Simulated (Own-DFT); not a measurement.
Simulation results for Ti19Si41 (C49 TiSi2 crystal with substituted atoms, atoms displaced), Ti7Si13 (C49 TiSi2 crystal with substituted atoms, atoms displaced)

A calculation, not a measurement: plane-wave density functional theory by an unreviewed code, no spin, of a simulated periodic cell, stress positive in tension, run twice, with PBE and with PBEsol, both on files made for PBE, so the change isn't that of files made for PBEsol, forces on such cells moved up to 12 meV/angstrom on a denser k mesh; the far tail of each file's local potential was reset to the Coulomb form; each entry is a single point on an unrelaxed cell, so the pressure reflects the starting lattice, taken from the Materials Project, from which strain is counted, and rises with the displacements; printed positions are rounded, which can move forces by about a meV/angstrom; the program, named Own-DFT, is a retired in-house code; no spin-orbit coupling; stress was not checked against mesh or cutoff. Program: Own-DFT development build.

Common to all runs: functional PBE, then PBEsol; potential files PseudoDojo norm-conserving, scalar-relativistic, standard set; wave cutoff 42 hartree; occupations cold (Marzari-Vanderbilt); smearing width 0.2 eV; k mesh 4 x 4 x 4 centred on Gamma.

(1) Ti19Si41 (C49 TiSi2 crystal with substituted atoms, atoms displaced)

```
Ti19Si41
1.0
      5.2953    -6.7593     3.5652
      7.0604     0.0000    -7.1303
      5.2953     6.7593     3.5652
Ti Si Ti Si Ti Si Ti Si Ti Si Ti Si Ti Si Ti Si Ti Si Ti Si
2 4 2 4 2 4 1 5 2 4 2 4 2 4 2 4 2 4 2 4
Direct
  0.94156 0.91883 0.16007
  0.85020 0.86299 0.64937
  0.60785 0.91804 0.50587
  0.18749 0.88090 0.30948
  0.89297 0.03905 0.39221
  0.90189 0.77525 0.40588
  0.93741 0.42141 0.16250
  0.85297 0.37411 0.65375
  0.61720 0.43044 0.49423
  0.19194 0.37984 0.30295
  0.89941 0.52884 0.38659
  0.90403 0.27041 0.40637
  0.73789 0.73375 0.95229
  0.65215 0.67740 0.45413
  0.42432 0.72553 0.28258
  0.00785 0.67450 0.09887
  0.70116 0.81554 0.20772
  0.68925 0.58201 0.20597
  0.54593 0.04861 0.74353
  0.45818 0.98459 0.24156
  0.21388 0.02352 0.09603
  0.78387 0.98535 0.89640
  0.49174 0.12229 0.99599
  0.50741 0.87708 0.01277
  0.75251 0.22764 0.94521
  0.63754 0.17311 0.44506
  0.41111 0.22303 0.29792
  0.00097 0.16413 0.10860
  0.69845 0.32530 0.18826
  0.69763 0.06367 0.20863
  0.54808 0.53119 0.75411
  0.44029 0.48650 0.22969
  0.21150 0.52735 0.08914
  0.79696 0.47646 0.89267
  0.49573 0.63379 0.99261
  0.50373 0.36260 0.98789
  0.35198 0.82086 0.55934
  0.25049 0.78041 0.05122
  0.00703 0.82191 0.89529
  0.58173 0.77434 0.71728
  0.30183 0.92928 0.79824
  0.30272 0.68334 0.81916
  0.34903 0.32527 0.55406
  0.24721 0.25943 0.04493
  0.00658 0.32541 0.88084
  0.60192 0.26223 0.70339
  0.30126 0.43005 0.79562
  0.31602 0.16278 0.79257
  0.15230 0.62763 0.35044
  0.04764 0.58045 0.85191
  0.81495 0.61941 0.68055
  0.38651 0.57301 0.50568
  0.09617 0.73306 0.61992
  0.10650 0.47883 0.59914
  0.12968 0.14016 0.33438
  0.05370 0.07407 0.84640
  0.79647 0.13614 0.67769
  0.41195 0.07193 0.50037
  0.11838 0.22184 0.59574
  0.10097 0.97955 0.60216
```

- PBE pressure: 5.33 GPa
- PBE stress xx: -5.44 GPa
- PBE stress yy: -4.55 GPa
- PBE stress zz: -6 GPa
- PBE stress yz: 0.54 GPa
- PBE stress xz: -0.22 GPa
- PBE stress xy: 0.26 GPa
- PBEsol pressure: 2.1 GPa
- PBEsol stress xx: -2.11 GPa
- PBEsol stress yy: -1.07 GPa
- PBEsol stress zz: -3.11 GPa
- PBEsol stress yz: 0.52 GPa
- PBEsol stress xz: -0.22 GPa
- PBEsol stress xy: 0.26 GPa
- rms change of force components from PBE to PBEsol: 0.025 eV/Å

Force:
```tsv
force element	PBE force x (eV/Å)	PBE force y (eV/Å)	PBE force z (eV/Å)	PBEsol force x (eV/Å)	PBEsol force y (eV/Å)	PBEsol force z (eV/Å)
Ti	-0.169	-0.632	-0.669	-0.16	-0.638	-0.666
Ti	1.439	0.125	-1.066	1.427	0.139	-1.047
Si	-0.273	-1.168	-0.045	-0.251	-1.225	-0.01
Si	0.221	0.099	0.881	0.2	0.154	0.891
Si	-0.371	0.397	1.391	-0.376	0.379	1.409
Si	0.171	-0.22	0.17	0.183	-0.214	0.16
Ti	-0.293	-1.957	-0.5	-0.283	-1.957	-0.48
Ti	-0.614	-1.411	-0.552	-0.605	-1.352	-0.547
Si	-1.127	0.322	-0.361	-1.1	0.281	-0.358
Si	-0.02	0.234	0.309	-0.023	0.289	0.308
Si	0.769	0.803	0.576	0.763	0.785	0.585
Si	0.379	0.439	-1.134	0.387	0.416	-1.152
Ti	0.384	-0.55	1.168	0.384	-0.554	1.158
Ti	-0.591	-0.405	0.228	-0.585	-0.397	0.235
Si	0.341	1.025	-0.873	0.306	1.002	-0.847
Si	-0.408	2.298	-0.1	-0.398	2.356	-0.097
Si	0.658	-0.088	-0.322	0.673	-0.115	-0.299
Si	-1.012	-0.708	0.669	-1.034	-0.698	0.674
Ti	-2.291	0.323	3.809	-2.271	0.292	3.771
Si	-0.005	-0.033	0.216	-0.01	0.018	0.23
Si	-0.49	-0.493	0.56	-0.51	-0.547	0.526
Si	0.233	-0.113	1.398	0.228	-0.07	1.393
Si	0.774	-0.364	0.277	0.774	-0.382	0.259
Si	-0.914	-0.111	-0.55	-0.95	-0.143	-0.545
Ti	-0.043	0.825	0.358	-0.056	0.79	0.332
Ti	1.745	-1.836	0.323	1.728	-1.773	0.347
Si	-0.939	-0.485	-2.045	-0.897	-0.529	-2.078
Si	-1.324	0.247	-2.603	-1.305	0.292	-2.602
Si	0.181	0.86	0.108	0.197	0.838	0.119
Si	0.136	-0.549	-0.992	0.157	-0.577	-0.999
Ti	-1.163	0.003	0.242	-1.15	-0.013	0.228
Ti	0.714	0.11	2.662	0.712	0.137	2.637
Si	-1.008	-0.575	0.242	-0.985	-0.638	0.25
Si	0.78	1.448	0.295	0.763	1.5	0.294
Si	0.422	0.062	1.232	0.428	0.059	1.262
Si	0.812	0.648	-0.606	0.826	0.632	-0.624
Ti	-0.521	0.349	-0.887	-0.502	0.339	-0.861
Ti	0.034	-0.444	0.211	0.009	-0.428	0.222
Si	0.306	-0.269	-1.846	0.298	-0.32	-1.857
Si	0.786	-0.281	0.153	0.772	-0.243	0.177
Si	-0.182	0.2	0.357	-0.185	0.2	0.368
Si	-1.716	-0.819	-0.586	-1.729	-0.809	-0.596
Ti	0.145	-0.532	-0.104	0.141	-0.537	-0.092
Ti	1.95	-0.837	-1.372	1.931	-0.806	-1.354
Si	0.754	0.084	1.265	0.732	0.042	1.274
Si	1.972	1.616	-4.594	1.946	1.691	-4.593
Si	-0.059	0.409	0.235	-0.064	0.398	0.24
Si	0.433	1.623	-1.869	0.45	1.591	-1.885
Ti	-0.199	0.801	-0.395	-0.211	0.769	-0.391
Ti	-0.614	-0.754	0.899	-0.605	-0.732	0.876
Si	0.556	0.384	-0.569	0.546	0.339	-0.595
Si	0.7	-0.383	0.153	0.696	-0.337	0.14
Si	-0.693	-1.285	0.174	-0.696	-1.259	0.179
Si	-0.375	0.244	-0.283	-0.388	0.234	-0.293
Ti	1.73	0.695	2.934	1.707	0.691	2.902
Ti	-0.235	-0.072	-0.197	-0.222	-0.062	-0.195
Si	0.268	-2.244	3.543	0.266	-2.298	3.541
Si	-1.328	2.22	-1.072	-1.274	2.291	-1.067
Si	-0.267	0.988	-0.755	-0.255	0.967	-0.762
Si	-0.546	-0.264	-0.092	-0.552	-0.256	-0.096
```

(2) Ti19Si41 (C49 TiSi2 crystal with substituted atoms, atoms displaced)

```
Ti19Si41
1.0
      5.2953    -6.7593     3.5652
      7.0604     0.0000    -7.1303
      5.2953     6.7593     3.5652
Ti Si Ti Si Ti Si Ti Si Ti Si Ti Si Ti Si Ti Si Ti Si Ti Si
2 4 2 4 2 4 2 4 2 4 1 5 2 4 2 4 2 4 2 4
Direct
  0.95820 0.92930 0.14903
  0.85159 0.88844 0.65566
  0.60185 0.92779 0.50245
  0.19621 0.88262 0.30838
  0.90584 0.01813 0.39904
  0.90119 0.77808 0.40636
  0.95208 0.43202 0.16172
  0.86315 0.37409 0.63978
  0.60342 0.42140 0.48826
  0.19122 0.38349 0.31063
  0.90716 0.52756 0.40168
  0.90274 0.26504 0.40584
  0.75801 0.72544 0.95463
  0.65329 0.66403 0.45572
  0.40375 0.74235 0.28053
  0.99432 0.66842 0.11022
  0.70754 0.83367 0.19165
  0.69388 0.58041 0.17897
  0.53451 0.01801 0.75951
  0.46435 0.97169 0.23769
  0.20117 0.02786 0.08535
  0.78921 0.98037 0.90403
  0.49777 0.12471 0.99205
  0.48810 0.89358 0.00419
  0.75464 0.21263 0.94717
  0.65034 0.16863 0.43778
  0.40728 0.23561 0.29320
  0.98745 0.16153 0.12205
  0.69877 0.31274 0.20425
  0.71065 0.06963 0.19264
  0.54303 0.53117 0.75811
  0.45054 0.47353 0.23027
  0.20261 0.53413 0.06129
  0.79235 0.47939 0.89568
  0.50291 0.63371 0.98928
  0.49289 0.38407 0.01038
  0.34296 0.81418 0.54977
  0.25908 0.79540 0.03744
  0.00471 0.83742 0.90235
  0.60695 0.77833 0.71320
  0.29548 0.93293 0.80007
  0.30021 0.66817 0.80216
  0.35289 0.32070 0.55504
  0.24502 0.27259 0.04324
  0.01592 0.30941 0.90270
  0.58881 0.27831 0.69780
  0.30653 0.42427 0.79906
  0.30238 0.17711 0.79328
  0.14578 0.62111 0.36105
  0.05107 0.57324 0.85569
  0.80644 0.60740 0.69615
  0.39180 0.57319 0.50832
  0.09752 0.72777 0.61145
  0.10666 0.48240 0.59853
  0.14046 0.13423 0.36190
  0.06153 0.06875 0.85445
  0.80950 0.13442 0.69125
  0.39512 0.07055 0.50950
  0.11044 0.23934 0.60009
  0.09800 0.97754 0.59658
```

- PBE pressure: 5.5 GPa
- PBE stress xx: -5.02 GPa
- PBE stress yy: -5.76 GPa
- PBE stress zz: -5.73 GPa
- PBE stress yz: -0.24 GPa
- PBE stress xz: 0.37 GPa
- PBE stress xy: -0.17 GPa
- PBEsol pressure: 2.26 GPa
- PBEsol stress xx: -1.67 GPa
- PBEsol stress yy: -2.28 GPa
- PBEsol stress zz: -2.83 GPa
- PBEsol stress yz: -0.23 GPa
- PBEsol stress xz: 0.38 GPa
- PBEsol stress xy: -0.19 GPa
- rms change of force components from PBE to PBEsol: 0.025 eV/Å

Force:
```tsv
force element	PBE force x (eV/Å)	PBE force y (eV/Å)	PBE force z (eV/Å)	PBEsol force x (eV/Å)	PBEsol force y (eV/Å)	PBEsol force z (eV/Å)
Ti	-1.376	1.267	1.17	-1.363	1.235	1.14
Ti	-1.383	-0.621	0.777	-1.373	-0.598	0.768
Si	-0.769	-1.269	0.785	-0.755	-1.335	0.781
Si	-0.309	0.536	-0.135	-0.304	0.6	-0.143
Si	0.251	0.391	-0.588	0.258	0.387	-0.6
Si	-0.697	-0.082	0.346	-0.703	-0.084	0.359
Ti	-2.179	-0.147	0.368	-2.15	-0.177	0.363
Ti	0	1.401	0.225	0.008	1.416	0.216
Si	-0.202	-0.972	-0.479	-0.182	-1.027	-0.464
Si	-0.351	-0.344	0.218	-0.359	-0.278	0.195
Si	-0.76	0.486	-0.227	-0.777	0.478	-0.223
Si	0.248	-0.003	-0.981	0.263	-0.006	-0.976
Ti	-0.423	0.024	-0.693	-0.425	0	-0.682
Ti	0.508	-0.785	-1.568	0.517	-0.742	-1.552
Si	-0.599	-0.175	2.609	-0.571	-0.222	2.594
Si	1.173	0.312	-0.937	1.15	0.372	-0.937
Si	-0.62	0.487	1.066	-0.635	0.477	1.063
Si	1.156	0.793	1.241	1.19	0.747	1.26
Ti	1.236	-2.204	-0.764	1.233	-2.206	-0.766
Ti	1.514	1.903	-1.12	1.487	1.89	-1.109
Si	1.743	-0.317	0.841	1.704	-0.384	0.833
Si	-0.324	0.41	0.531	-0.326	0.455	0.516
Si	1.245	0.243	-0.519	1.256	0.237	-0.522
Si	-1.023	-1.454	1.33	-1.034	-1.426	1.335
Ti	1.277	0.938	-1.669	1.261	0.907	-1.635
Ti	1.091	0.241	0.501	1.083	0.256	0.506
Si	-0.735	-0.176	0.371	-0.751	-0.212	0.415
Si	1.212	0.037	-2.134	1.195	0.084	-2.117
Si	0.562	-0.588	-0.59	0.569	-0.589	-0.569
Si	0.189	0.428	-0.453	0.184	0.423	-0.462
Ti	-0.58	-0.72	0.473	-0.572	-0.728	0.464
Si	0.754	0.354	-0.759	0.788	0.407	-0.764
Si	2.201	0.33	2.736	2.145	0.295	2.721
Si	0.225	1.68	3.175	0.232	1.739	3.188
Si	0.482	0.593	-0.403	0.476	0.558	-0.44
Si	-0.962	-1.149	0.48	-1.006	-1.18	0.476
Ti	1.635	0.074	-0.269	1.622	0.056	-0.273
Ti	-1.72	1.301	1.63	-1.692	1.306	1.594
Si	-1.215	-0.636	1.125	-1.187	-0.684	1.127
Si	-1.162	0.639	0.14	-1.14	0.693	0.15
Si	-0.894	-0.565	0.385	-0.891	-0.547	0.402
Si	0.443	0.105	-0.975	0.452	0.096	-0.982
Ti	-0.194	0.208	-0.647	-0.196	0.211	-0.639
Ti	1.398	-0.437	0.522	1.381	-0.428	0.508
Si	-0.338	0.417	-1.996	-0.335	0.369	-1.981
Si	0.652	0.676	1.365	0.638	0.745	1.362
Si	-0.319	0.488	0.082	-0.324	0.477	0.089
Si	0.212	0.51	0.101	0.213	0.498	0.111
Ti	0.915	-0.851	-1.391	0.908	-0.828	-1.384
Ti	-1.756	-1.032	-1.617	-1.744	-1.006	-1.603
Si	1.186	-1.809	-2.625	1.16	-1.88	-2.634
Si	-0.115	-0.353	-0.115	-0.1	-0.293	-0.13
Si	-0.085	-0.15	-0.232	-0.084	-0.151	-0.23
Si	-0.117	0.523	0.355	-0.118	0.513	0.345
Ti	-0.329	-1.579	0.941	-0.339	-1.569	0.935
Ti	-0.566	-0.214	-1.939	-0.554	-0.18	-1.91
Si	-0.403	-0.42	0.369	-0.386	-0.471	0.381
Si	-0.516	0.56	-1.057	-0.505	0.62	-1.075
Si	-1.071	0.588	0.358	-1.089	0.573	0.352
Si	0.583	0.11	0.263	0.596	0.11	0.249
```

(3) Ti7Si13 (C49 TiSi2 crystal with substituted atoms, atoms displaced)

```
Ti7Si13
1.0
      5.2953    -6.7593     3.5652
      7.0604     0.0000    -7.1303
      5.2953     6.7593     3.5652
Ti Si Ti Si Ti Si Ti Si Ti Si Ti Si Ti Si Ti Si Ti Si Ti Si Ti
2 4 2 4 2 4 2 4 2 4 2 4 2 4 2 4 2 4 2 3 1
Direct
  0.94919 0.92158 0.14627
  0.85403 0.87904 0.64704
  0.60674 0.91660 0.48819
  0.18899 0.88227 0.31183
  0.89280 0.02992 0.39732
  0.90084 0.77530 0.40190
  0.93665 0.42226 0.14361
  0.86405 0.37056 0.64751
  0.61081 0.42117 0.49285
  0.19945 0.38175 0.30488
  0.89132 0.53401 0.40167
  0.89567 0.27843 0.38678
  0.74188 0.73085 0.95009
  0.64620 0.67438 0.44560
  0.40795 0.72922 0.29093
  0.99257 0.67228 0.10065
  0.70070 0.81598 0.20708
  0.69857 0.57012 0.19048
  0.55395 0.01922 0.75644
  0.45626 0.96994 0.25145
  0.21298 0.00964 0.09726
  0.78564 0.97937 0.91131
  0.50024 0.12418 0.00014
  0.50237 0.87203 0.01124
  0.75101 0.23032 0.95867
  0.65428 0.17363 0.45992
  0.42150 0.23036 0.28579
  0.99312 0.17368 0.10117
  0.69706 0.32122 0.20106
  0.70305 0.07384 0.18794
  0.54646 0.52930 0.75348
  0.45848 0.46637 0.24190
  0.20935 0.51842 0.09933
  0.78977 0.47184 0.90406
  0.50912 0.62510 0.00272
  0.50384 0.37386 0.99926
  0.35471 0.82282 0.55753
  0.25512 0.77634 0.05049
  0.00305 0.82402 0.89110
  0.58172 0.77716 0.71265
  0.29417 0.92825 0.80423
  0.29739 0.67044 0.79585
  0.34378 0.32753 0.56020
  0.25237 0.28225 0.04623
  0.01856 0.32854 0.89048
  0.58937 0.27301 0.70203
  0.29758 0.43062 0.80077
  0.30074 0.17778 0.79839
  0.14976 0.63097 0.34342
  0.06148 0.56250 0.85041
  0.80143 0.62812 0.68438
  0.38451 0.57462 0.50487
  0.09887 0.73429 0.59879
  0.09177 0.47784 0.60015
  0.13725 0.12633 0.35116
  0.05704 0.07847 0.84451
  0.81441 0.12881 0.69350
  0.38737 0.06788 0.51234
  0.09369 0.21868 0.59896
  0.10459 0.98197 0.59442
```

- PBE pressure: 4.1 GPa
- PBE stress xx: -4.56 GPa
- PBE stress yy: -2.39 GPa
- PBE stress zz: -5.35 GPa
- PBE stress yz: -0.15 GPa
- PBE stress xz: 0.18 GPa
- PBE stress xy: 0.1 GPa
- PBEsol pressure: 0.7 GPa
- PBEsol stress xx: -1.07 GPa
- PBEsol stress yy: 1.22 GPa
- PBEsol stress zz: -2.26 GPa
- PBEsol stress yz: -0.16 GPa
- PBEsol stress xz: 0.18 GPa
- PBEsol stress xy: 0.09 GPa
- rms change of force components from PBE to PBEsol: 0.024 eV/Å

Force:
```tsv
force element	PBE force x (eV/Å)	PBE force y (eV/Å)	PBE force z (eV/Å)	PBEsol force x (eV/Å)	PBEsol force y (eV/Å)	PBEsol force z (eV/Å)
Ti	0.073	0.682	-0.002	0.074	0.655	-0.001
Ti	-1.214	0.395	0.012	-1.187	0.374	0.006
Si	1.168	0.106	-0.427	1.148	0.061	-0.421
Si	0.107	1.003	1.102	0.114	1.066	1.109
Si	-0.198	-0.068	0.222	-0.147	-0.063	0.27
Si	0.112	-0.206	-0.341	0.126	-0.206	-0.347
Ti	1.461	-0.177	0.522	1.437	-0.195	0.522
Ti	-0.233	1.209	-1.436	-0.226	1.216	-1.43
Si	0.198	-0.063	-0.731	0.195	-0.115	-0.739
Si	-0.6	1.282	1.271	-0.589	1.337	1.287
Si	-0.489	-0.665	0.616	-0.503	-0.65	0.616
Si	0.709	0.539	0.391	0.724	0.527	0.404
Ti	-0.071	-0.484	0.756	-0.07	-0.484	0.75
Ti	-0.114	-0.185	0.508	-0.107	-0.176	0.494
Si	-0.599	0.21	0.444	-0.589	0.161	0.435
Si	0.063	0.397	0.207	0.065	0.45	0.213
Si	0.191	-0.447	-0.481	0.192	-0.437	-0.482
Si	0.713	0.274	0.291	0.713	0.267	0.306
Ti	0.116	0.45	-1.042	0.118	0.427	-1.033
Ti	0.363	-0.25	-0.922	0.346	-0.24	-0.9
Si	0.93	-0.432	-2.077	0.91	-0.487	-2.076
Si	0.273	-0.222	0.322	0.265	-0.175	0.322
Si	-0.118	0.062	-0.175	-0.121	0.062	-0.179
Si	-0.452	-0.378	-0.64	-0.453	-0.374	-0.641
Ti	-1.483	-0.42	-0.156	-1.466	-0.42	-0.146
Ti	-1.201	-0.801	-0.566	-1.18	-0.781	-0.571
Si	-0.985	0.863	1.154	-0.97	0.819	1.151
Si	0.195	-0.245	0.453	0.19	-0.193	0.448
Si	0.003	-0.032	0.024	-0.001	-0.036	0.009
Si	0.306	0.711	0.655	0.297	0.692	0.657
Ti	-0.734	-0.269	0.308	-0.724	-0.281	0.301
Ti	1.347	0.829	-0.976	1.326	0.836	-0.97
Si	0.312	-1.018	-1.704	0.307	-1.087	-1.713
Si	0.463	-0.337	-0.604	0.455	-0.287	-0.586
Si	-0.967	0.467	-0.724	-0.984	0.46	-0.736
Si	-0.261	-0.049	-0.332	-0.254	-0.049	-0.336
Ti	-1.162	-0.005	-0.153	-1.154	0	-0.176
Ti	-1.24	-0.253	0.735	-1.22	-0.221	0.729
Si	0.187	-0.937	-0.232	0.191	-0.987	-0.244
Si	0.413	-0.382	0.72	0.41	-0.327	0.713
Si	0.337	-0.389	0.917	0.291	-0.382	0.879
Si	0.955	0.227	-0.1	0.97	0.222	-0.102
Ti	-0.568	-0.9	-0.181	-0.551	-0.918	-0.178
Ti	-0.487	0.006	1.423	-0.473	0.018	1.394
Si	-0.99	0.116	0.204	-0.973	0.07	0.196
Si	0.861	0.56	0.516	0.841	0.611	0.521
Si	-0.223	-0.454	0.68	-0.235	-0.443	0.684
Si	0.01	-0.084	0.148	0.005	-0.084	0.133
Ti	-0.273	1.024	0.254	-0.273	0.991	0.254
Ti	0.44	0.75	-1.969	0.435	0.756	-1.939
Si	0.532	0.06	0.731	0.52	0.016	0.718
Si	0.355	-0.171	0.49	0.355	-0.124	0.493
Si	-0.603	0.137	0.898	-0.553	0.136	0.847
Si	0.157	-0.925	0.224	0.157	-0.908	0.242
Ti	0.702	-1.555	-0.773	0.69	-1.51	-0.726
Ti	0.569	1.108	0.408	0.544	1.075	0.399
Si	-0.308	-0.333	0.566	-0.305	-0.393	0.563
Si	0.286	-0.038	-0.898	0.273	0.015	-0.893
Si	1.363	-0.295	-1.322	1.315	-0.287	-1.274
Ti	-0.699	0	0.79	-0.692	-0.005	0.775
```
